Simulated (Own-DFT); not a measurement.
# How strain changes the stress of wurtzite AlN, 128 atoms (Al64N64)

Calculated, not measured: single-point runs of Own-DFT, a retired in-house plane-wave DFT program that no person has reviewed, on unrelaxed cells, without spin or spin-orbit coupling.

All runs used: PBE; PseudoDojo norm-conserving scalar-relativistic files; cutoff 42 hartree; 3 x 3 x 3 k mesh centred on Gamma; Gaussian smearing of 0.01 eV.

Caveats: k mesh not checked against a denser one; stress not checked against mesh or cutoff.

Unstrained cell vectors in Å: (12.448, 0.000, 0.000); (-6.224, 10.780, 0.000); (0.000, 0.000, 9.964). The unstrained cell has measured lattice constants (interpolated for alloys), not those of this functional. That, the random moves and any unrelaxed bonds set the pressure at no strain. A uniform strain is put on this cell, atoms riding along. Random moves of width 0.05 Å per axis were added to every atom. Strains are tensor components in per cent; tension counts as positive stress, and P is minus the mean normal stress.

| run | e_xx (%) | e_yy (%) | e_zz (%) | e_yz (%) | e_xz (%) | e_xy (%) | s_xx (GPa) | s_yy (GPa) | s_zz (GPa) | s_yz (GPa) | s_xz (GPa) | s_xy (GPa) | P (GPa) | E (meV/atom) |
|---|---|---|---|---|---|---|---|---|---|---|---|---|---|---|
| 1 | 0.30 | -1.93 | -0.43 | -1.05 | -1.77 | -1.15 | -6.43 | -17.78 | -8.22 | -2.84 | -4.43 | -4.52 | 10.81 | 35.0 |
| 2 | -1.92 | 0.14 | -0.71 | -1.29 | 1.92 | -0.33 | -17.50 | -8.06 | -10.91 | -3.86 | 5.53 | -0.81 | 12.16 | 50.3 |
| 3 | 0.76 | -1.29 | -1.50 | 1.02 | 1.31 | 1.52 | -4.53 | -13.60 | -12.99 | 2.62 | 3.29 | 5.64 | 10.37 | 37.5 |
| 4 | -0.57 | 1.75 | -0.57 | -0.64 | -1.89 | 1.41 | -7.15 | 0.66 | -7.03 | -1.89 | -4.90 | 4.41 | 4.51 | 20.1 |
| 5 | -1.71 | -1.01 | 1.05 | -1.20 | 1.61 | 0.12 | -16.60 | -10.69 | -2.86 | -2.96 | 3.38 | 0.23 | 10.05 | 34.9 |
| 6 | -0.62 | -1.95 | -0.08 | 1.01 | 0.00 | -1.83 | -11.38 | -15.72 | -7.69 | 2.37 | 0.87 | -5.76 | 11.60 | 18.4 |
| 7 | -1.14 | -0.33 | 0.10 | -0.80 | -1.69 | 0.67 | -13.33 | -8.11 | -6.24 | -1.19 | -4.43 | 1.08 | 9.22 | 25.5 |
| 8 | -1.80 | 1.26 | 0.25 | -1.07 | -0.93 | -0.62 | -13.83 | -2.62 | -2.94 | -3.31 | -2.63 | -1.77 | 6.47 | 15.4 |
| 9 | 0.42 | -1.94 | 1.73 | -0.82 | -0.91 | 1.74 | -5.81 | -13.89 | 1.56 | -1.28 | -2.08 | 6.82 | 6.05 | 27.5 |
| 10 | -1.34 | 0.23 | -1.95 | 0.31 | 0.32 | -1.05 | -14.27 | -8.17 | -14.84 | 0.43 | 0.46 | -4.49 | 12.43 | 22.2 |
| 11 | -1.17 | 0.66 | 0.73 | 1.28 | -0.70 | -1.55 | -11.75 | -4.20 | -1.93 | 3.65 | -1.12 | -5.37 | 5.96 | 22.6 |
| 12 | 1.71 | 1.04 | -1.27 | 0.20 | 1.67 | -0.66 | 3.12 | -1.08 | -11.62 | 0.39 | 4.14 | -1.04 | 3.19 | 22.0 |
| 13 | -1.01 | 0.62 | -0.66 | 1.26 | 1.79 | 0.73 | -11.48 | -3.38 | -11.05 | 3.66 | 4.83 | 2.17 | 8.64 | 33.7 |
| 14 | 1.75 | 1.71 | -0.53 | -0.77 | -0.02 | 0.37 | 2.14 | 3.76 | -5.43 | -1.65 | 0.18 | -0.18 | -0.16 | 5.6 |
| 15 | -0.58 | 1.25 | 0.66 | -0.23 | 1.30 | 0.74 | -6.33 | 0.08 | -2.46 | -0.86 | 2.64 | 0.02 | 2.91 | 0.0 |
| 16 | -1.14 | -1.46 | 1.30 | -0.57 | -0.30 | 1.70 | ? | ? | ? | ? | ? | ? | ? | ? |

The last column gives the free energy per atom over the lowest of the runs shown.

## Working it out

Each stress component was fitted by least squares to a constant and the strains of the runs shown, as fractions, with shears doubled. Shear strains stay in the fit of a normal stress only where such slopes are resolved. The slopes, in GPa:

```
stress,at no strain,per e_xx,per e_yy,per e_zz,scatter
s_xx,-6.6,510 ± 21,103 ± 19,47 ± 26,0.93
s_yy,-6.3,82 ± 22,491 ± 20,97 ± 28,0.97
s_zz,-5.7,51 ± 25,68 ± 22,483 ± 30,1.07
```

The slope of each shear stress on twice its own strain, from a fit on all six strains: yz 136 ± 6, xz 125 ± 5, xy 166 ± 15 GPa. These are stiffnesses along x, y and z of the frame in which the cell vectors are given, with the crystal's c axis along z: C11, C12, C13 and C33. Hexagonal symmetry asks that xx and yy behave alike, which is a second check on the noise. No internal relaxation is included, and where it is allowed it would reduce some of the slopes. Symmetry asks for nearly equal slopes across the diagonal; the mismatch is a measure of noise. A ninth of the table's sum, 215 ± 5 GPa, estimates the bulk modulus near the mean pressure of these runs, 7.6 GPa, so it lies above the value at zero pressure.

## Check

The question: what normal stresses and pressure should run 16 give?

The fit gives s_xx = -13.3, s_yy = -13.1, s_zz = -1.0 and P = 9.1 GPa. The run itself gave -13.72, -13.21, -0.77 and P = 9.23 GPa.
